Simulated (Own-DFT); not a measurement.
# Stretching a layer in its plane: wurtzite GaN, 72 atoms (Ga36N36)

Everything here is calculated. The program is Own-DFT (plane waves, in-house, since retired, never reviewed by a person); positions were held fixed, and spin and spin-orbit coupling were off.

Settings: PBE; PseudoDojo norm-conserving scalar-relativistic files (stringent for Ga); cutoff 96 hartree; 4 x 4 x 3 k mesh centred on Gamma; Gaussian smearing of 0.01 eV.

Known weak points: forces not confirmed at this smearing and k mesh; stress not checked against mesh or cutoff.

Unstrained cell vectors in Å: (9.567, 0.000, 0.000); (-4.784, 8.285, 0.000); (0.000, 0.000, 10.370). The unstrained cell has measured lattice constants (interpolated for alloys), not those of this functional. That, the random moves and any unrelaxed bonds set the pressure at no strain. Each run strains x and y alike by e, as a substrate would, and holds the height along z. All atoms carry random offsets, Gaussian with a width of 0.05 Å per axis. Stress is positive in tension.

```
e (%)  u (Å)  (s_xx + s_yy)/2 (GPa)  s_zz (GPa)
-3.00  0.050                 -25.91      -11.73
-1.75  0.053                 -16.76      -11.20
-1.25  0.052                 -14.26       -9.22
-0.75  0.050                 -10.44      -10.29
-0.50  0.052                  -9.71       -7.33
-0.25  0.052                  -8.18       -8.40
 0.50  0.050                      ?           ?
 2.00  0.050                   2.97       -6.87
 2.25  0.053                   4.15       -6.36
 2.75  0.048                   5.44       -3.54
```

## What the rows give

With e as a fraction, the in-plane stress is -6.6 + 541 e - 3345 e² GPa (errors 6 and 386, scatter 0.35), and s_zz is -8.3 + 122 e GPa (slope ± 20, scatter 1.09). At e = 0 the first slope is C11 + C12 and the second 2 C13, both with the ions held to the strained lattice and at the cell's own pressure. The term in e² is negative: the layer stiffens under compression and softens under tension. A free layer would change its height as e changes, and the in-plane slope would drop by 2 C13²/C33 to the biaxial modulus. At fixed height, a misfit of 1 % moves the in-plane stress by about 5.4 GPa and s_zz by 1.2 GPa.

## Check

Question: what are the two stresses at e = 0.50 %?

From the fit: -4.0 and -7.6 GPa. DFT gave -3.80 and -7.65 GPa.
